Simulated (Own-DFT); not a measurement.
# What a defect does to the pressure of its cell: C11b WSi2

Calculated, not measured: single-point runs of Own-DFT, a retired in-house plane-wave DFT program that no person has reviewed, on unrelaxed cells, without spin or spin-orbit coupling.

Method: PBEsol; PseudoDojo norm-conserving scalar-relativistic files, made for PBE; cutoff 50 hartree; 5 x 5 x 5 k mesh centred on Gamma; cold (Marzari-Vanderbilt) smearing of 0.2 eV.

Keep in mind: forces on such cells failed a check on a denser k mesh; stress not checked against mesh or cutoff.

All runs share one cell, with vectors in Å (-2.148, -5.953, 3.409); (-6.444, 2.976, 1.136); (-2.553, -2.948, -6.757) and a volume of 403.2 Å³. Atoms were moved at random from their sites; u is the rms move along one axis. The defect's site can differ from row to row.

| cell | formula | u (Å) | P (GPa) |
|---|---|---|---|
| no defect | Si20W10 | 0.0197 | 0.39 |
| no defect | Si20W10 | 0.0435 | 1.77 |
| no defect | Si20W10 | 0.0462 | 2.23 |
| one Si vacancy | Si19W10 | 0.0324 | -0.43 |
| one Si vacancy | Si19W10 | 0.0506 | 0.54 |
| one Si vacancy | Si19W10 | 0.0592 | 0.90 |
| one Si on a W site | Si21W9 | 0.0263 | 2.59 |
| one Si on a W site | Si21W9 | 0.0316 | 2.36 |
| one Si on a W site | Si21W9 | 0.0447 | 3.39 |
| one W on a Si site | Si19W11 | 0.0278 | 5.63 |
| one W on a Si site | Si19W11 | 0.0318 | 5.60 |
| one W on a Si site | Si19W11 | 0.0473 | 6.35 |
| one W on a Si site | Si19W11 | 0.0545 | ? |

## Worked fit

P = P0 + c u² + a shift for each defect gives P0 = 0.45 GPa, c = 685 ± 93 GPa/Å² and a scatter of 0.25 GPa. The shifts, and each times the cell's volume:

- one W on a Si site: 4.49 ± 0.20 GPa, 11.3 eV
- one Si on a W site: 1.48 ± 0.20 GPa, 3.7 eV
- one Si vacancy: -1.74 ± 0.22 GPa, -4.4 eV

A positive shift means that the defect pushes the cell outwards. Shift times volume (160.2 GPa Å³ is 1 eV) depends little on the cell's size, so, taken for each site, it can be compared between cells at like pressure. The atoms around the defects weren't relaxed, which would change these numbers.

## Withheld run

Asked: what pressure belongs in the blank (one W on a Si site, u = 0.0545 Å)?

The fitted form gives 6.98 ± 0.32 GPa. DFT gave 6.93 GPa.
